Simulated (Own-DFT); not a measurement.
# Hybrid less PBE against volume: monoclinic HfO2, 94 atoms (Hf32O62), with two O vacancies

These are calculations. Each geometry was run twice at fixed positions with Own-DFT, a retired in-house plane-wave program that no person has reviewed: with PBE, and with HSE06 (exact exchange share 0.25 at short range, screening 0.11 per bohr, Gygi-Baldereschi treatment of its divergence). Both used PseudoDojo norm-conserving files made for PBE, a cutoff of 48 hartree, the Gamma point alone, fixed occupations, a neutral cell and no spin. With Gamma alone and a thickness of 10.1 Å, finite-size errors remain in every number. The hafnium file keeps the 4f electrons in the core, and its forces lie about 75 meV/Å off all-electron values. The oxygen file's force components were 24 meV/Å off all-electron values in a glass.

Unstrained cell vectors in Å: (10.234, 0.000, 0.000); (0.000, 10.350, 0.000); (-1.696, 0.000, 10.445), volume V0 = 1106.4 Å³, from measured lattice constants. Each geometry has its own random strain of a few per cent, its own defect sites and random moves of rms u per axis. HSE06 gave the energy alone. D is its energy less that of PBE, over the lowest D shown. The PBE stress wasn't checked against mesh or cutoff.

| run | V - V0 (Å³) | u (Å) | P with PBE (GPa) | D (eV) |
|---|---|---|---|---|
| 1 | -3.7 | 0.0508 | 5.86 | 1.064 |
| 2 | -19.8 | 0.0519 | 9.25 | 0.757 |
| 3 | -11.7 | 0.0501 | 8.81 | 0.793 |
| 4 | 42.5 | 0.0313 | -3.90 | 1.994 |
| 5 | -37.7 | 0.0293 | 13.03 | 0.000 |
| 6 | 9.9 | 0.0489 | 2.34 | 1.475 |
| 7 | 23.2 | 0.0291 | -1.29 | 1.569 |
| 8 | -18.4 | 0.0319 | 8.39 | 0.521 |
| 9 | -12.2 | 0.0477 | 7.53 | 0.841 |
| 10 | -15.0 | 0.0308 | 7.04 | 0.554 |
| 11 | -6.1 | 0.0286 | 5.62 | 0.740 |
| 12 | -5.6 | 0.0518 | 7.33 | 0.936 |
| 13 | -2.9 | 0.0482 | 5.37 | 1.114 |
| 14 | -23.6 | 0.0291 | 10.06 | ? |

## Analysis

D = 0.83 + 0.0252 (V - V0) + 135 u² eV, with an error of 0.0009 on the volume slope, 21 on the last term and a scatter of 0.06 eV. Pressure is -dE/dV, and 1 eV/Å³ is 160.2 GPa, so HSE06 changes the pressure by -4.0 ± 0.1 GPa. With the ions held to the strained lattice, the PBE pressure falls by 239 ± 11 GPa per unit of volume strain; the shape of the strain isn't fitted, so the true error is larger, and a relaxed crystal would be softer. On that slope HSE06's volume at a given pressure is about 1.7 % smaller, or 0.6 % in lengths. At u = 0 and V0 the PBE pressure is 3.9 GPa, which puts the zero-pressure volume, against the measured cell and with the defects in, at +1.6 % for PBE and -0.1 % for HSE06, each good to a few tenths of a per cent.

## Test on the hidden row

Question: what D should run 14 give?

The fit gives 0.34 eV, with rows scattering by 0.06. Computed: 0.359 eV.
